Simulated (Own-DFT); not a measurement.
# One cell, two functionals

Calculated results; nothing here was measured. They come from Own-DFT, an in-house plane-wave density functional program, since retired, whose code no person has reviewed. Each row is one single-point run on a periodic cell that was not relaxed, without spin or spin-orbit coupling.

Known limits, some of them of some rows only: forces on such cells failed a check on a denser k mesh; forces on such cells moved up to 12 meV/angstrom on a denser k mesh; forces on such cells passed a denser k mesh, each cell not checked; stress not checked against mesh or cutoff.

Each cell was run twice at the same cutoff, k mesh and smearing, with PBE and with PBEsol, on PseudoDojo norm-conserving files made for PBE. Atoms were moved at random from their sites; u is the rms move along one axis. Files made for PBEsol would give a somewhat different change.

```
cell,atoms,volume (Å³/atom),u (Å),cutoff (hartree),P with PBE (GPa),P with PBEsol (GPa),change (GPa)
C40 NbSi2 with two Si on a Nb site each (Nb10Si26),36,14.64,0.049,42,2.75,-0.61,-3.36
C40 NbSi2 with two Si on a Nb site each (Nb10Si26),36,14.64,0.085,42,5.16,1.81,-3.35
C40 NbSi2 with two Si on a Nb site each (Nb10Si26),36,14.64,0.083,42,4.41,1.06,-3.35
D0_22 TiAl3 (Al30Ti10),40,15.70,0.047,42,2.37,0.47,-1.90
D0_22 TiAl3 (Al30Ti10),40,15.59,0.050,42,3.09,1.18,-1.91
D0_22 TiAl3 (Al30Ti10),40,15.63,0.052,42,2.69,0.79,-1.90
diamond-structure SiGeSn with randomly placed atoms (Ge52Si8Sn4),64,22.93,0.030,49,4.20,1.37,-2.83
diamond-structure SiGeSn with randomly placed atoms (Ge52Si8Sn4),64,22.93,0.033,49,4.24,1.41,-2.83
diamond-structure SiGeSn with randomly placed atoms (Ge52Si8Sn4),64,22.70,0.052,49,5.35,?,?
wurtzite AlGaN with randomly placed atoms (Al27Ga9N36),72,10.68,0.074,42,8.75,5.63,-3.12
wurtzite AlGaN with randomly placed atoms (Al27Ga9N36),72,10.68,0.027,42,5.08,1.95,-3.12
wurtzite AlGaN with randomly placed atoms (Al27Ga9N36),72,10.21,0.047,42,17.57,14.25,-3.32
```

## Worked reading

Mean change of pressure by composition, in GPa: Nb5Si13, -3.35; Al3GaN4, -3.19; Ge13Si2Sn, -2.83; Al3Ti, -1.90. At a fixed cell PBEsol gives the lower pressure, because it favours a smaller volume than PBE. Here the change varies more between materials than between cells of one material.

## Withheld value

Question: what PBEsol pressure should the Ge52Si8Sn4 cell with the blank give?

Adding the mean change of the cells with its composition, -2.83 GPa, to 5.35 gives 2.5 GPa. The calculation gave 2.45 GPa.
